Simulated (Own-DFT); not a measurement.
# What it costs to cut wurtzite AlN, m plane (10-10)

Source: density functional calculations with Own-DFT, an unreviewed in-house program that is no longer used. Nothing was measured or relaxed, and spin and spin-orbit coupling are left out.

Known weak points (not all hold for every row): some atoms lie very close together; k mesh not checked against a denser one.

Both sets of runs: PBE; PseudoDojo norm-conserving scalar-relativistic files; cutoff 42 hartree; Gaussian smearing of 0.01 eV. The slab has 128 atoms in 16 layers, two equal faces of 62.02 Å² as cut, 15 Å of vacuum, a dipole correction along the normal and a 6 x 3 x 1 mesh. The bulk cell has 72 atoms, the same measured lattice constants and a 4 x 4 x 3 mesh. In the slab only the 32 atoms nearest the faces were moved at random; u is their rms move along one axis. Energies are counted from -174.06 eV for each atom.

```
slab run,u (Å),E (eV, cell)
1,0.0461,20.729
2,0.0467,20.113
3,0.0470,20.234
4,0.0480,20.614
5,0.0496,21.775
6,0.0511,21.226
7,0.0514,21.433
8,0.0569,21.758
9,0.0885,26.769
10,0.0899,25.500
11,0.0978,29.020
12,0.1066,26.930
```

| bulk run | u (Å) | E (meV/atom) |
|---|---|---|
| 1 | 0.0192 | -2.60 |
| 2 | 0.0199 | -2.32 |
| 3 | 0.0201 | -2.02 |
| 4 | 0.0202 | -2.69 |
| 5 | 0.0204 | -0.43 |
| 6 | 0.0210 | 0.45 |
| 7 | 0.0225 | 1.95 |
| 8 | 0.0925 | 261.30 |
| 9 | 0.1037 | 430.13 |
| 10 | 0.1080 | 348.17 |

The question: what is the energy of the unrelaxed surface?

## Answer

Take each set to u = 0 with E = a + b u². Residuals are scaled by 1/(u² + 0.0006 Å²) to tame the large moves. Slab: a = 18.63 ± 0.34 eV. Bulk: a = -15.8 ± 1.3 meV/atom. The excess is 18.63 - 128 x (-0.0158) = 20.65 ± 0.38 eV. Over two faces that is 166 meV/Å², or 2.67 ± 0.05 J/m². Relaxing the faces would lower the energy, and the unlike meshes and the reach from the smallest u down to zero add errors that aren't counted here.
